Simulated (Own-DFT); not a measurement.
# Response to strain: wurtzite GaN, 72 atoms (Ga36N36)

These are calculations, not measurements. They come from Own-DFT, an in-house plane-wave density functional program, since retired, whose code no person has reviewed. Each row is one single-point run on a periodic cell that was not relaxed, without spin or spin-orbit coupling.

Settings of every run: PBE; PseudoDojo norm-conserving scalar-relativistic files; cutoff 42 hartree; 4 x 4 x 3 k mesh centred on Gamma; Fermi-Dirac smearing of 0.1 eV.

Known limits: forces not confirmed at this smearing and k mesh; stress not checked against mesh or cutoff.

Unstrained cell vectors in Å: (9.567, 0.000, 0.000); (-4.783, 8.285, 0.000); (0.000, 0.000, 10.370). The unstrained cell has measured lattice constants (interpolated for alloys), not those of this functional. That, the random moves and any unrelaxed bonds set the pressure at no strain. Each run strains this cell uniformly, with the atoms carried along. Every atom was also moved at random, by a Gaussian of width 0.05 Å on each axis. Strain is the symmetric tensor, in per cent. Stress is positive in tension, and the pressure is minus a third of its trace.

```
run,e_xx (%),e_yy (%),e_zz (%),s_xx (GPa),s_yy (GPa),s_zz (GPa),P (GPa),E (meV/atom)
1,-2.50,-2.50,0.00,-23.75,-23.88,-10.79,19.48,79.3
2,0.25,0.25,0.00,-6.21,-6.91,-7.40,6.84,23.5
3,1.50,1.50,0.00,0.11,0.04,-5.49,1.78,0.0
4,0.50,0.50,0.00,-2.58,-5.10,-9.51,5.73,17.4
5,1.75,1.75,0.00,0.52,0.15,-4.67,1.34,19.5
6,1.00,1.00,0.00,-1.09,-2.22,-7.58,3.63,6.5
7,-0.25,-0.25,0.00,-8.21,-9.89,-7.97,8.69,19.4
8,3.00,3.00,0.00,7.00,5.56,-4.37,-2.73,12.4
9,2.00,2.00,0.00,?,?,?,?,?
```

E is the free energy for each atom above the lowest run shown.

## Worked fit

The change of volume is close to e_xx + e_yy + e_zz. A straight line through the runs shown gives P = 8.31 - 203 x (fractional change of volume) GPa, with an error of 10 on the slope and a scatter of 0.87 GPa. The strain isn't the same on all axes and the cell isn't cubic, so the slope belongs to this path and is not the bulk modulus.

## Withheld run

Question: what pressure should run 9 give? Its volume changes by 4.04 %.

The line gives 0.1 GPa. The calculation gave 0.23 GPa.
